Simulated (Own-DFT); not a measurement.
# What random displacements cost in beta-Si3N4, 42 atoms (N24Si18)

Calculated results; nothing here was measured. They come from Own-DFT, an in-house plane-wave density functional program, since retired, whose code no person has reviewed. Each row is one single-point run on a periodic cell that was not relaxed, without spin or spin-orbit coupling.

Settings of every run: PBE; PseudoDojo norm-conserving scalar-relativistic files; cutoff 42 hartree; 3 x 3 x 3 k mesh centred on Gamma; Fermi-Dirac smearing of 0.1 eV.

Known limits, some of them of some rows only: some atoms lie very close together; forces on such cells passed a denser k mesh, each cell not checked; stress not checked against mesh or cutoff.

Cell vectors in Å: (7.606, 0.000, 0.000); (-3.803, 6.587, 0.000); (0.000, 0.000, 8.727). In each run every atom was moved at random and independently from its ideal site; u is the rms move along one axis. E is the free energy for each atom above the fitted value at u = 0, and F the rms of the force components.

```
run,u (Å),E (meV/atom),F (eV/Å),largest force (eV/Å),P (GPa)
1,0.0192,16.3,0.771,2.56,5.34
2,0.0195,19.4,0.883,3.12,5.61
3,0.0217,24.9,0.958,3.17,5.72
4,0.0516,135.0,2.289,9.34,9.02
5,0.0541,?,?,?,?
6,0.0930,376.0,3.778,11.57,16.04
7,0.0949,491.7,5.009,25.39,18.41
8,0.1435,1151.0,9.735,39.86,37.67
```

## Worked fit

For small independent moves the energy grows as E = (3/2) K u², with K the mean stiffness felt by one atom. The runs with u up to 0.11 Å give K = 33.0 ± 1.8 eV/Å², with residuals divided by u² + 0.0006 Å², since the noise grows with the moves. The scatter is 12.2 meV/atom at u = 0.05 Å. The forces follow F = G u with G = 44.8 eV/Å²; no force at u = 0 is resolved. G exceeds K because the moves of its neighbours add to the force on an atom, and stiffness differs between atoms. At u = 0.144 Å the parabola gives 1020 meV/atom and the run 1151. The pressure follows P = 5.05 + 1386 u² GPa: at fixed volume, shortened bonds push harder than stretched ones pull.

## Withheld run

Question: what energy and rms force should run 5 give?

The fit gives 145 ± 16 meV/atom and about 2.42 eV/Å. The calculation gave 166.9 meV/atom and 3.001 eV/Å. This run lies off the fit, by chance or by something that the fit leaves out.
